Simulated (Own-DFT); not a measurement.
## Calculated data, SiC (4H silicon carbide, atoms displaced)

A calculation, not a measurement: plane-wave PBE density functional theory by an unreviewed code, no spin, of a simulated periodic cell, stress positive in tension, free energy of the whole cell less one offset for each atom, forces on such cells passed a denser k mesh, this cell's mesh not checked; offsets are fitted by least squares, one for each functional and potential file, so energies compare only between cells with the same atoms and settings and are not formation energies; the far tail of each file's local potential was reset to the Coulomb form; each entry is a single point on an unrelaxed cell, so the pressure reflects the starting lattice, mostly measured values (interpolated for alloys), from which strain is counted, and rises with the displacements; printed positions are rounded, which can move forces by about a meV/angstrom; the program, named Own-DFT, is a retired in-house code; no spin-orbit coupling. Program: Own-DFT development build.

Common to all runs: functional PBE; potential files PseudoDojo norm-conserving, scalar-relativistic, standard set; wave cutoff 42 hartree; occupations Fermi-Dirac; smearing width 0.1 eV; hardware one NVIDIA H100; k mesh 4 x 4 x 3 centred on Gamma.

(1) SiC (4H silicon carbide, atoms displaced)

```
CELL_PARAMETERS angstrom
9.24810 0.00000 0.00000
-4.62410 8.00910 0.00000
0.00000 0.00000 10.06810
ATOMIC_POSITIONS crystal
Si 0.00334 0.00569 0.41015
Si 0.11433 0.21935 0.15251
C 0.99679 0.00127 0.10124
C 0.11822 0.23144 0.34762
Si 0.00539 0.33861 0.40341
Si 0.11204 0.55614 0.15831
C 0.00677 0.34046 0.09774
C 0.12117 0.56407 0.34634
Si 0.99098 0.65780 0.41097
Si 0.11593 0.88413 0.16402
C 0.99506 0.67257 0.08939
C 0.10067 0.88841 0.33409
Si 0.33303 0.00020 0.41378
Si 0.43959 0.21222 0.14724
C 0.32381 0.99904 0.09800
C 0.42013 0.21758 0.34828
Si 0.34044 0.33964 0.40264
Si 0.44309 0.54918 0.16318
C 0.33540 0.32242 0.09671
C 0.45668 0.54849 0.34456
Si 0.32193 0.65851 0.40406
Si 0.43387 0.87687 0.15335
C 0.33158 0.66399 0.10053
C 0.43205 0.89116 0.33586
Si 0.67102 0.00210 0.40653
Si 0.76342 0.22453 0.16068
C 0.67413 0.00895 0.09125
C 0.76945 0.21905 0.34129
Si 0.67387 0.34220 0.41035
Si 0.78428 0.56336 0.15589
C 0.66888 0.33338 0.09127
C 0.76512 0.54672 0.34839
Si 0.67099 0.67738 0.40586
Si 0.79280 0.90031 0.16490
C 0.66003 0.65605 0.09692
C 0.77553 0.89135 0.33710
Si 0.00282 0.00151 0.90922
Si 0.88902 0.77762 0.65770
C 0.99919 0.01341 0.59155
C 0.89452 0.77933 0.83931
Si 0.00405 0.66594 0.90165
Si 0.89370 0.45207 0.65937
C 0.00430 0.66762 0.58628
C 0.88558 0.44714 0.84046
Si 0.99270 0.32343 0.90334
Si 0.89214 0.12054 0.65776
C 0.99654 0.33931 0.58134
C 0.89281 0.10493 0.84519
Si 0.66060 0.99406 0.89592
Si 0.55764 0.77571 0.66357
C 0.65867 0.00231 0.58958
C 0.56955 0.77722 0.85883
Si 0.64504 0.65627 0.91334
Si 0.55552 0.45026 0.65341
C 0.67312 0.66800 0.59787
C 0.55231 0.44290 0.84901
Si 0.66428 0.32720 0.90599
Si 0.56410 0.12211 0.65964
C 0.65532 0.32834 0.58686
C 0.55487 0.11486 0.85121
Si 0.32061 0.98868 0.92287
Si 0.21296 0.77645 0.65048
C 0.32834 0.99940 0.58811
C 0.22242 0.79034 0.84756
Si 0.33514 0.66758 0.89884
Si 0.23228 0.45254 0.65584
C 0.32924 0.66845 0.60406
C 0.22297 0.45292 0.84310
Si 0.33790 0.33713 0.90477
Si 0.22065 0.11119 0.65793
C 0.34125 0.34787 0.59287
C 0.22740 0.11802 0.84449
```

| Property | Result |
| --- | --- |
| free energy of cell above offsets | -3.742 eV |
| pressure | 6.25 GPa |
| stress xx | -4.06 GPa |
| stress yy | -7 GPa |
| stress zz | -7.68 GPa |
| stress yz | -0.33 GPa |
| stress xz | 0.48 GPa |
| stress xy | 0.7 GPa |
| wall time | 348.9 s |

Force:
```
element  x (eV/Å)  y (eV/Å)  z (eV/Å)
     Si     -0.14     0.386    -1.613
     Si    -0.801     1.068     1.498
      C     2.546    -0.089    -1.838
      C    -0.592    -0.725    -0.917
     Si    -0.795    -0.717    -1.367
     Si    -0.657     0.271    -0.539
      C    -0.904    -1.419      -0.9
      C    -3.537    -2.286    -1.044
     Si     0.163     1.523    -2.968
     Si     -2.67     0.405    -2.507
      C      2.16    -0.647     0.511
      C      0.83    -0.949     5.063
     Si    -1.407     0.336    -3.226
     Si     0.611     1.867     3.212
      C     1.937    -1.557     0.028
      C     5.121    -1.067    -1.806
     Si    -1.946      -0.6     1.889
     Si     0.191     -0.13    -1.107
      C    -1.646     1.778    -1.534
      C     -2.77     2.453     0.452
     Si     3.759     2.922     1.311
     Si     1.395     2.759     0.336
      C     0.439    -1.047    -1.956
      C      2.22    -0.931     1.974
     Si    -2.202    -0.432    -1.184
     Si     3.304    -0.757    -1.157
      C     -0.84     -1.61    -0.056
      C     0.786      1.31     1.324
     Si    -1.902    -3.513    -1.462
     Si    -1.201    -1.832     0.295
      C    -1.497     0.829     0.114
      C     1.491     2.866     -1.04
     Si     0.505    -1.187     0.474
     Si    -3.233    -1.786    -3.487
      C         0     1.916     0.336
      C     0.667     0.474     3.759
     Si     0.656    -0.977     0.146
     Si     0.426     1.402    -0.357
      C     1.119    -1.803     0.782
      C     -0.77    -0.416     1.504
     Si    -1.644      0.43     0.874
     Si    -0.647    -1.343    -1.864
      C    -1.875    -0.135     2.189
      C     0.949     -0.97     0.717
     Si     0.256     1.956     1.317
     Si    -0.606    -0.252    -0.979
      C     0.818      0.14     3.325
      C    -1.757     0.714    -0.931
     Si     1.144     2.288     3.252
     Si    -0.359     0.729    -0.795
      C     1.717    -0.428       1.9
      C    -4.986     0.735    -3.716
     Si     6.024    -0.583     1.117
     Si     0.679    -0.984     1.022
      C    -1.182     0.838     -1.09
      C     0.834     0.024    -1.549
     Si    -0.345     2.018     0.597
     Si     -1.87    -1.959    -0.344
      C     1.242      2.15     2.525
      C    -0.143    -2.107    -1.471
     Si     0.176     3.345    -3.111
     Si     1.648     1.831      1.45
      C     0.353     0.092     3.003
      C     1.519    -2.802    -1.539
     Si    -0.756     0.848     2.112
     Si    -1.715    -1.327    -0.059
      C     0.979     0.799    -1.588
      C      0.34    -1.835    -0.091
     Si    -1.278    -0.578     0.834
     Si     0.125     1.102    -0.604
      C    -0.226    -1.734     -0.06
      C    -0.227    -1.091     0.614
```

(2) SiC (4H silicon carbide, atoms displaced)

```
CELL_PARAMETERS angstrom
9.24810 0.00000 0.00000
-4.62410 8.00910 0.00000
0.00000 0.00000 10.06810
ATOMIC_POSITIONS crystal
Si 0.99305 0.00220 0.40003
Si 0.11448 0.23462 0.16183
C 0.01319 0.00382 0.08823
C 0.10295 0.21573 0.34689
Si 0.98642 0.33076 0.40699
Si 0.11627 0.56410 0.15984
C 0.00729 0.34159 0.10124
C 0.11592 0.56368 0.35534
Si 0.99434 0.65719 0.41108
Si 0.10472 0.88640 0.15805
C 0.00959 0.66647 0.09291
C 0.09513 0.87794 0.34380
Si 0.31911 0.99858 0.41099
Si 0.43772 0.22684 0.15350
C 0.33719 0.99437 0.09874
C 0.45493 0.22774 0.34581
Si 0.34612 0.34981 0.40949
Si 0.43679 0.55639 0.15678
C 0.34364 0.33262 0.10884
C 0.43535 0.54441 0.33410
Si 0.32899 0.67263 0.40288
Si 0.44245 0.89355 0.15542
C 0.32493 0.66478 0.09564
C 0.43728 0.89326 0.33450
Si 0.67964 0.00928 0.40927
Si 0.78430 0.23226 0.15619
C 0.65618 0.99338 0.09345
C 0.77431 0.21157 0.35197
Si 0.66667 0.33217 0.40294
Si 0.77264 0.55245 0.16072
C 0.65980 0.33040 0.07946
C 0.76641 0.54357 0.34714
Si 0.66795 0.66004 0.40973
Si 0.78058 0.88307 0.16171
C 0.67455 0.66914 0.08707
C 0.79228 0.90206 0.34470
Si 0.99517 0.99789 0.90731
Si 0.88889 0.77793 0.65943
C 0.00620 0.00251 0.59909
C 0.89453 0.77999 0.83158
Si 0.00211 0.67066 0.90822
Si 0.88121 0.45797 0.65544
C 0.99665 0.67619 0.58639
C 0.88391 0.42970 0.84017
Si 0.00351 0.32780 0.91028
Si 0.88606 0.12247 0.65415
C 0.99959 0.33454 0.59490
C 0.90005 0.11472 0.83864
Si 0.66839 0.00375 0.90735
Si 0.57183 0.79487 0.66119
C 0.67741 0.00712 0.59926
C 0.54221 0.77202 0.84232
Si 0.67669 0.67593 0.90152
Si 0.55145 0.43974 0.65811
C 0.65982 0.66250 0.60379
C 0.56098 0.44388 0.84714
Si 0.66957 0.32855 0.90919
Si 0.55250 0.12567 0.65667
C 0.67225 0.33009 0.58620
C 0.55058 0.09234 0.84376
Si 0.34112 0.00267 0.91055
Si 0.22073 0.78230 0.65050
C 0.32675 0.99040 0.59803
C 0.22283 0.77729 0.84367
Si 0.34370 0.67523 0.89766
Si 0.21958 0.45616 0.66284
C 0.32545 0.66748 0.59052
C 0.21950 0.44955 0.84685
Si 0.32902 0.32079 0.90228
Si 0.21670 0.09911 0.66059
C 0.32611 0.33218 0.59917
C 0.22995 0.10163 0.84084
```

| Quantity | Value |
| --- | --- |
| free energy of cell above offsets | -3.142 eV |
| pressure | 6.31 GPa |
| stress xx | -6.03 GPa |
| stress yy | -5.61 GPa |
| stress zz | -7.31 GPa |
| stress yz | 1.81 GPa |
| stress xz | -1.15 GPa |
| stress xy | -0.05 GPa |
| wall time | 348.3 s |

Force:
```
element  x (eV/Å)  y (eV/Å)  z (eV/Å)
     Si     3.914     0.466     3.168
     Si     1.613    -1.953     0.156
      C    -2.402     0.389     1.135
      C     0.461     2.508    -0.225
     Si     3.274     0.949     1.106
     Si    -0.153    -0.762     0.733
      C    -0.782    -0.332     -1.03
      C    -1.624    -2.437    -2.372
     Si    -0.915     1.413    -1.889
     Si     2.049     0.044     -0.21
      C    -2.854     0.065     0.536
      C      0.38     0.947     0.255
     Si     1.338     0.282    -1.472
     Si     4.852     -3.14     1.932
      C     -3.16     1.992    -1.176
      C    -2.398    -1.137    -0.145
     Si    -0.954    -4.442     0.825
     Si     1.433      0.48    -1.802
      C    -5.306     1.895    -3.832
      C     0.208      4.38     2.154
     Si     2.163     0.462     0.728
     Si     1.194    -1.638     0.177
      C     1.993     1.089    -1.141
      C     1.221     0.025     3.191
     Si    -1.952    -3.756     0.402
     Si    -0.903    -2.143    -0.005
      C     2.495     1.494      0.22
      C     -1.38     3.708    -2.754
     Si     0.363    -1.751     0.668
     Si     0.908    -0.109    -2.016
      C     0.843     0.537     5.308
      C     1.425     1.587    -0.694
     Si    -1.852     1.164     0.217
     Si    -0.691     1.489    -1.896
      C    -1.048    -0.119      1.46
      C    -3.462    -3.813    -0.291
     Si     2.005      0.15    -1.249
     Si    -0.843     1.179    -3.138
      C    -2.421    -0.623    -1.448
      C    -0.373    -0.142     4.232
     Si      0.77     -1.42    -0.847
     Si     2.924    -1.609     0.259
      C     0.513    -1.022     2.242
      C    -0.203     1.998     0.929
     Si    -0.923     1.317    -0.462
     Si     3.373    -0.403     0.648
      C    -1.225     1.836    -0.375
      C    -1.573    -0.759     1.623
     Si     1.459     -1.29     0.193
     Si     -2.11    -2.465    -1.008
      C    -2.458    -0.016    -1.428
      C     5.204      2.84    -0.188
     Si    -0.849    -1.636    -0.099
     Si    -0.434    -0.133      0.25
      C     0.874     0.698    -1.707
      C    -0.419    -0.291    -0.323
     Si    -0.522    -0.158     -3.34
     Si     1.676    -3.253     0.365
      C    -2.266     1.556     0.836
      C    -0.861     3.517    -0.727
     Si    -0.546    -1.954     0.281
     Si     0.356    -2.188     1.805
      C       0.3     3.135    -1.458
      C    -0.377     0.248    -0.457
     Si    -4.104    -2.662     2.831
     Si     0.705    -1.746    -1.338
      C     1.553     1.365     0.216
      C      1.54    -0.782     0.502
     Si     0.222     1.898     0.778
     Si    -0.162     1.954    -1.085
      C     0.782      0.27    -0.201
      C    -1.881      0.76     1.468
```

(3) SiC (4H silicon carbide, atoms displaced)

```
CELL_PARAMETERS angstrom
9.24810 0.00000 0.00000
-4.62410 8.00910 0.00000
0.00000 0.00000 10.06810
ATOMIC_POSITIONS crystal
Si 0.99469 0.99965 0.40072
Si 0.10454 0.21665 0.15867
C 0.99082 0.99398 0.09199
C 0.10984 0.21818 0.35050
Si 0.99867 0.33543 0.41189
Si 0.11506 0.55815 0.15584
C 0.00468 0.34631 0.09844
C 0.10670 0.53844 0.34874
Si 0.99980 0.66994 0.40843
Si 0.10755 0.89175 0.15597
C 0.99871 0.67227 0.09686
C 0.11202 0.89363 0.35375
Si 0.32856 0.00200 0.40802
Si 0.44945 0.21738 0.14739
C 0.32423 0.99709 0.09504
C 0.44148 0.21794 0.33711
Si 0.33710 0.33639 0.41301
Si 0.46326 0.56311 0.15265
C 0.34241 0.34714 0.09174
C 0.44719 0.55378 0.34016
Si 0.32413 0.66084 0.41102
Si 0.45287 0.89461 0.15522
C 0.33296 0.66366 0.09150
C 0.45289 0.88037 0.34850
Si 0.65384 0.99629 0.40774
Si 0.77532 0.21895 0.16086
C 0.67984 0.00622 0.09995
C 0.78861 0.22624 0.33102
Si 0.66387 0.34100 0.41746
Si 0.76914 0.56551 0.15451
C 0.65509 0.33066 0.09385
C 0.77931 0.55715 0.34366
Si 0.65839 0.67343 0.40896
Si 0.78427 0.89176 0.14702
C 0.65993 0.67292 0.09743
C 0.78022 0.88998 0.35059
Si 0.99421 0.99607 0.89941
Si 0.88855 0.77487 0.65695
C 0.98389 0.99879 0.59270
C 0.89584 0.77863 0.84156
Si 0.99511 0.65962 0.90362
Si 0.87126 0.43704 0.65394
C 0.99431 0.66722 0.59567
C 0.89272 0.44263 0.83731
Si 0.00453 0.33358 0.90625
Si 0.88071 0.11231 0.66036
C 0.98714 0.32564 0.58995
C 0.89948 0.12908 0.83719
Si 0.65987 0.98598 0.90996
Si 0.55170 0.77558 0.65584
C 0.66804 0.00075 0.59126
C 0.54586 0.77401 0.84058
Si 0.66818 0.67066 0.90566
Si 0.57250 0.45287 0.65442
C 0.66604 0.66883 0.60011
C 0.54366 0.42508 0.84341
Si 0.66684 0.33064 0.90652
Si 0.55930 0.10901 0.65021
C 0.67038 0.33599 0.59620
C 0.55323 0.10708 0.84023
Si 0.32974 0.99237 0.90440
Si 0.21610 0.76552 0.66360
C 0.32734 0.99032 0.60284
C 0.21590 0.77856 0.83827
Si 0.33412 0.66313 0.91631
Si 0.22205 0.43118 0.65825
C 0.33677 0.67011 0.59883
C 0.21621 0.44342 0.84384
Si 0.33518 0.32015 0.90598
Si 0.22700 0.10226 0.65670
C 0.31620 0.32389 0.59069
C 0.22687 0.10908 0.84517
```

| Property | Result |
| --- | --- |
| free energy of cell above offsets | -4.100 eV |
| pressure | 6.01 GPa |
| stress xx | -5.54 GPa |
| stress yy | -5.9 GPa |
| stress zz | -6.58 GPa |
| stress yz | -0.75 GPa |
| stress xz | 0.33 GPa |
| stress xy | -2.15 GPa |
| wall time | 354.2 s |

Force:
```
element  x (eV/Å)  y (eV/Å)  z (eV/Å)
     Si     0.387     0.421      2.56
     Si     0.611     2.168     0.256
      C      1.93     1.679    -1.218
      C     0.005     1.045    -1.207
     Si     0.513    -3.029    -1.193
     Si    -0.795     0.366     1.234
      C    -0.074    -2.764    -1.544
      C    -0.922     4.385    -1.033
     Si     0.324    -0.862    -0.275
     Si     0.278    -0.473     1.042
      C    -0.041    -0.955    -0.688
      C      -0.1    -1.025    -2.108
     Si     1.645    -0.317     0.459
     Si    -3.457     0.485     1.731
      C     1.835    -0.146    -0.696
      C     0.455     0.757     1.897
     Si     -0.51    -1.179    -2.756
     Si    -5.571    -2.674     1.944
      C     0.148     -2.82     0.069
      C    -1.036     0.212     1.036
     Si      1.47    -0.139    -0.464
     Si    -0.748    -1.179     0.789
      C     0.774     1.447     2.093
      C    -4.407    -0.406    -1.546
     Si     4.179     2.307    -0.455
     Si     0.044     2.656    -2.719
      C    -1.692    -1.179    -1.958
      C    -2.196    -0.862     5.346
     Si     1.101    -1.088    -4.372
     Si     2.473    -1.943     0.974
      C     3.249     1.486    -0.935
      C    -1.298     0.612     0.635
     Si     2.244    -0.575    -0.084
     Si    -1.718    -0.546     3.742
      C     3.655     1.902    -2.979
      C    -1.661     -0.22    -2.114
     Si     0.853     1.695     0.158
     Si    -0.859     1.833    -0.736
      C      2.43    -0.432     0.599
      C    -1.855    -0.853     0.691
     Si     0.656     0.657       0.7
     Si     4.929     2.247     0.696
      C     0.964    -1.149    -0.318
      C    -1.392    -0.293     1.411
     Si    -0.975     1.316     1.099
     Si     1.286    -0.001    -2.037
      C     0.286     1.355     1.576
      C    -0.457    -4.131     2.234
     Si    -0.136     3.111    -0.879
     Si     0.154     0.753     0.033
      C    -0.838    -0.662     0.525
      C     1.636    -0.177     1.176
     Si    -0.125    -1.514    -0.741
     Si    -3.441    -1.554     1.297
      C     0.036    -0.165    -0.878
      C      1.71     3.369    -0.805
     Si     0.426    -0.586    -0.092
     Si    -1.311    -0.762     1.568
      C    -2.384    -2.009    -0.772
      C      0.75    -0.307     0.916
     Si     0.127     0.682     0.015
     Si    -0.343     0.655    -2.002
      C     1.485     0.373    -2.141
      C     1.104    -1.303     3.111
     Si    -1.516    -0.476    -3.217
     Si    -3.158     1.981     0.407
      C    -0.507    -2.093    -0.813
      C     2.303    -0.028     0.193
     Si    -2.582     1.681      0.73
     Si    -3.277     0.664      0.11
      C     4.048    -0.112     0.884
      C    -1.123    -1.312    -0.162
```

(4) SiC (4H silicon carbide, atoms displaced)

```
CELL_PARAMETERS angstrom
9.24810 0.00000 0.00000
-4.62410 8.00910 0.00000
0.00000 0.00000 10.06810
ATOMIC_POSITIONS crystal
Si 0.99770 0.98715 0.40662
Si 0.11417 0.21900 0.15819
C 0.99860 0.00066 0.10289
C 0.11758 0.22571 0.34167
Si 0.00198 0.33538 0.41343
Si 0.11049 0.55232 0.15683
C 0.99488 0.33372 0.09520
C 0.11094 0.54781 0.34635
Si 0.00652 0.66941 0.40787
Si 0.11230 0.87964 0.15487
C 0.00702 0.65869 0.08375
C 0.08880 0.89137 0.33679
Si 0.32121 0.98662 0.40793
Si 0.44473 0.22582 0.14912
C 0.34040 0.99850 0.09951
C 0.45124 0.23382 0.34512
Si 0.33762 0.33278 0.39197
Si 0.44811 0.56849 0.15536
C 0.33154 0.33665 0.10429
C 0.44089 0.54697 0.34824
Si 0.34065 0.66262 0.40331
Si 0.44542 0.89202 0.15737
C 0.32667 0.66544 0.09172
C 0.42852 0.88235 0.34294
Si 0.65961 0.99107 0.40627
Si 0.78073 0.22383 0.15251
C 0.66524 0.99831 0.09959
C 0.78161 0.24483 0.34506
Si 0.66057 0.32612 0.40222
Si 0.77903 0.56129 0.15198
C 0.68047 0.34212 0.08818
C 0.77308 0.55774 0.35759
Si 0.65923 0.65588 0.40147
Si 0.79174 0.90103 0.16076
C 0.66662 0.65629 0.09237
C 0.77291 0.88135 0.34944
Si 0.98987 0.99335 0.90723
Si 0.89076 0.78147 0.65505
C 0.00667 0.99789 0.59454
C 0.88684 0.77373 0.84038
Si 0.01118 0.66710 0.90985
Si 0.87887 0.44710 0.65088
C 0.99972 0.66406 0.59741
C 0.89128 0.44635 0.84335
Si 0.00305 0.33248 0.89875
Si 0.87696 0.09324 0.65498
C 0.00124 0.33551 0.58874
C 0.89624 0.12917 0.85291
Si 0.66384 0.99207 0.90534
Si 0.55931 0.78144 0.65770
C 0.65549 0.99532 0.59484
C 0.54845 0.77106 0.84336
Si 0.65814 0.66004 0.90586
Si 0.54471 0.43899 0.64934
C 0.67807 0.67110 0.58811
C 0.55825 0.45256 0.83480
Si 0.66517 0.32845 0.91474
Si 0.54848 0.10579 0.64674
C 0.67598 0.31768 0.60199
C 0.55568 0.10446 0.84336
Si 0.32769 0.98337 0.90633
Si 0.22163 0.77552 0.65600
C 0.34003 0.99896 0.58287
C 0.21773 0.78006 0.84928
Si 0.34206 0.65625 0.90311
Si 0.22243 0.45502 0.65325
C 0.32987 0.66200 0.59680
C 0.21269 0.45124 0.84758
Si 0.33448 0.33402 0.92212
Si 0.23190 0.11694 0.64478
C 0.34037 0.33911 0.59476
C 0.22960 0.11757 0.83933
```

| Property | Result |
| --- | --- |
| free energy of cell above offsets | -2.575 eV |
| pressure | 6.56 GPa |
| stress xx | -6.91 GPa |
| stress yy | -7.48 GPa |
| stress zz | -5.29 GPa |
| stress yz | -0.9 GPa |
| stress xz | 0.66 GPa |
| stress xy | -0.7 GPa |
| wall time | 351.2 s |

Force:
```
element  x (eV/Å)  y (eV/Å)  z (eV/Å)
     Si     -4.58     4.053      1.64
     Si    -2.124     0.877      0.27
      C     2.372     -0.24    -2.448
      C    -1.145    -1.456     1.005
     Si     0.045    -0.964    -2.193
     Si     0.202    -0.938     0.351
      C     2.251    -0.481     -0.96
      C    -0.031     2.174    -0.537
     Si    -1.283    -0.972     0.077
     Si    -0.705     0.859    -0.623
      C    -1.864     1.421     3.619
      C      7.02    -3.254     -0.34
     Si    -0.956     2.118    -2.483
     Si     1.555     -0.03      1.59
      C    -2.056     0.668    -1.177
      C     0.047    -3.418    -1.608
     Si    -1.411    -0.767     3.014
     Si     0.297    -1.388     0.763
      C     0.721       0.5    -1.045
      C     0.077     2.219    -1.925
     Si     -2.22    -0.224     1.071
     Si     0.676    -1.278     0.075
      C     1.596     0.807       0.1
      C     2.182     -0.12      0.03
     Si    -0.468     1.665    -0.402
     Si    -0.409     0.184     1.328
      C     0.645     -0.07    -0.795
      C     2.908    -4.127    -1.326
     Si    -0.189     2.421     2.425
     Si     2.108     -1.23     1.608
      C    -1.955     -1.09     2.381
      C     2.477    -1.069    -2.823
     Si      -0.2     1.867     1.638
     Si    -2.351    -2.478     0.446
      C    -1.882     2.687     -0.19
      C    -0.489     0.684    -0.854
     Si     1.432     1.404    -0.328
     Si     1.006    -1.049     0.374
      C    -0.744     0.306    -0.629
      C    -0.454     0.364     1.413
     Si    -2.648    -1.448    -2.746
     Si     3.658    -0.229     2.365
      C    -0.101     1.391    -1.125
      C     -0.44    -0.249    -0.229
     Si    -2.457     3.246     2.626
     Si     0.671     3.294     0.447
      C    -0.275    -0.832     2.427
      C     0.037    -6.584    -2.517
     Si    -0.266      1.63     0.708
     Si     0.057     -2.03    -0.817
      C     1.577    -0.458    -0.695
      C     1.994     1.326    -0.127
     Si     1.844     0.729    -0.637
     Si     3.758     1.644     1.345
      C    -2.173    -0.848     0.618
      C    -0.279    -2.193     2.194
     Si     0.211     0.892    -4.417
     Si     1.239     0.328     2.993
      C     -4.94     1.175    -3.059
      C    -0.883    -0.303      0.06
     Si    -0.133     4.348     0.341
     Si    -0.285     0.086     0.778
      C    -2.099    -0.901     1.871
      C     2.766    -1.821    -2.235
     Si    -3.939     1.679      1.45
     Si     0.586    -3.412     1.189
      C       0.8     2.547    -1.246
      C     3.269    -1.478    -1.424
     Si    -0.143     0.091    -3.822
     Si    -0.493    -0.035     2.206
      C    -2.625    -0.996    -2.354
      C    -0.388    -1.223     1.302
```
